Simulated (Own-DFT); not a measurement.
# Strain and stress in wurtzite AlGaN with randomly placed atoms, 72 atoms (Al9Ga27N36)

These are calculations, not measurements. They come from Own-DFT, an in-house plane-wave density functional program, since retired, whose code no person has reviewed. Each row is one single-point run on a periodic cell that was not relaxed, without spin or spin-orbit coupling.

Settings of every run: PBE; PseudoDojo norm-conserving scalar-relativistic files (stringent for Ga); cutoff 96 hartree; 4 x 4 x 3 k mesh centred on Gamma; Gaussian smearing of 0.01 eV.

Known limits: forces on such cells passed a denser k mesh, each cell not checked; stress not checked against mesh or cutoff.

Unstrained cell vectors in Å: (9.509, 0.000, 0.000); (-4.755, 8.235, 0.000); (0.000, 0.000, 10.269). The unstrained cell has measured lattice constants (interpolated for alloys), not those of this functional. That, the random moves and any unrelaxed bonds set the pressure at no strain. Each run strains this cell uniformly, with the atoms carried along. Every atom was also moved at random, by a Gaussian of width 0.05 Å on each axis. The random placing of the alloy's atoms differs from row to row. Strain is the symmetric tensor, in per cent. Stress is positive in tension, and the pressure is minus a third of its trace.

```
run  e_xx (%)  e_yy (%)  e_zz (%)  s_xx (GPa)  s_yy (GPa)  s_zz (GPa)  P (GPa)  E (meV/atom)
  1      0.00      0.00     -0.75       -7.68       -6.05      -12.69     8.81          18.7
  2      0.00      0.00     -2.00      -10.11       -7.19      -18.10    11.80          41.0
  3      0.00      0.00     -1.75       -7.54       -8.24      -18.51    11.43          32.7
  4      0.00      0.00     -1.00       -7.63       -7.70      -11.76     9.03          19.2
  5      0.00      0.00      2.25       -5.67       -4.57        1.51     2.91           9.5
  6      0.00      0.00      1.75       -4.19       -7.57        0.59     3.72           7.9
  7      0.00      0.00      0.25       -6.57       -7.14       -5.41     6.37           0.0
  8      0.00      0.00      0.50       -5.12       -5.11       -7.80     6.01          15.7
  9      0.00      0.00      0.75           ?           ?           ?        ?             ?
```

E is the free energy for each atom above the lowest run shown.

## Worked fit

The change of volume is close to e_xx + e_yy + e_zz. A straight line through the runs shown gives P = 7.31 - 212 x (fractional change of volume) GPa, with an error of 9 on the slope and a scatter of 0.36 GPa. The strain isn't the same on all axes and the cell isn't cubic, so the slope belongs to this path and is not the bulk modulus.

## Withheld run

Question: what pressure should run 9 give? Its volume changes by 0.75 %.

The line gives 5.7 GPa. The calculation gave 5.14 GPa.
